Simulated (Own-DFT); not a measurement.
# Response to strain: wurtzite AlGaN with randomly placed atoms, 72 atoms (Al9Ga27N36)

These are calculations, not measurements. They come from Own-DFT, an in-house plane-wave density functional program, since retired, whose code no person has reviewed. Each row is one single-point run on a periodic cell that was not relaxed, without spin or spin-orbit coupling.

Settings of every run: PBE; PseudoDojo norm-conserving scalar-relativistic files (stringent for Ga); cutoff 96 hartree; 4 x 4 x 3 k mesh centred on Gamma; Gaussian smearing of 0.01 eV.

Known limits: forces on such cells passed a denser k mesh, each cell not checked; stress not checked against mesh or cutoff.

Unstrained cell vectors in Å: (9.509, 0.000, 0.000); (-4.755, 8.235, 0.000); (0.000, 0.000, 10.268). The unstrained cell has measured lattice constants (interpolated for alloys), not those of this functional. That, the random moves and any unrelaxed bonds set the pressure at no strain. Each run strains this cell uniformly, with the atoms carried along. Every atom was also moved at random, by a Gaussian of width 0.05 Å on each axis. The random placing of the alloy's atoms differs from row to row. Strain is the symmetric tensor, in per cent. Stress is positive in tension, and the pressure is minus a third of its trace.

| run | e_xx (%) | e_yy (%) | e_zz (%) | s_xx (GPa) | s_yy (GPa) | s_zz (GPa) | P (GPa) | E (meV/atom) |
|---|---|---|---|---|---|---|---|---|
| 1 | 1.25 | 1.25 | 0.00 | -0.09 | -1.16 | -4.92 | 2.06 | 8.1 |
| 2 | 2.25 | 2.25 | 0.00 | 3.84 | 3.63 | -3.37 | -1.37 | 10.3 |
| 3 | 2.75 | 2.75 | 0.00 | 6.69 | 5.59 | -4.98 | -2.43 | 18.3 |
| 4 | -2.75 | -2.75 | 0.00 | -24.05 | -24.57 | -12.50 | 20.37 | 77.4 |
| 5 | -1.25 | -1.25 | 0.00 | -14.42 | -14.59 | -8.38 | 12.46 | 30.9 |
| 6 | -0.75 | -0.75 | 0.00 | -10.92 | -11.65 | -7.73 | 10.10 | 17.7 |
| 7 | -0.25 | -0.25 | 0.00 | -7.93 | -9.30 | -6.27 | 7.83 | 16.8 |
| 8 | 1.00 | 1.00 | 0.00 | -0.34 | -1.34 | -7.27 | 2.98 | 0.0 |
| 9 | 0.25 | 0.25 | 0.00 | ? | ? | ? | ? | ? |

E is the free energy for each atom above the lowest run shown.

## Worked fit

The change of volume is close to e_xx + e_yy + e_zz. A straight line through the runs shown gives P = 7.72 - 205 x (fractional change of volume) GPa, with an error of 10 on the slope and a scatter of 1.01 GPa. The strain isn't the same on all axes and the cell isn't cubic, so the slope belongs to this path and is not the bulk modulus.

## Withheld run

Question: what pressure should run 9 give? Its volume changes by 0.50 %.

The line gives 6.7 GPa. The calculation gave 5.81 GPa.
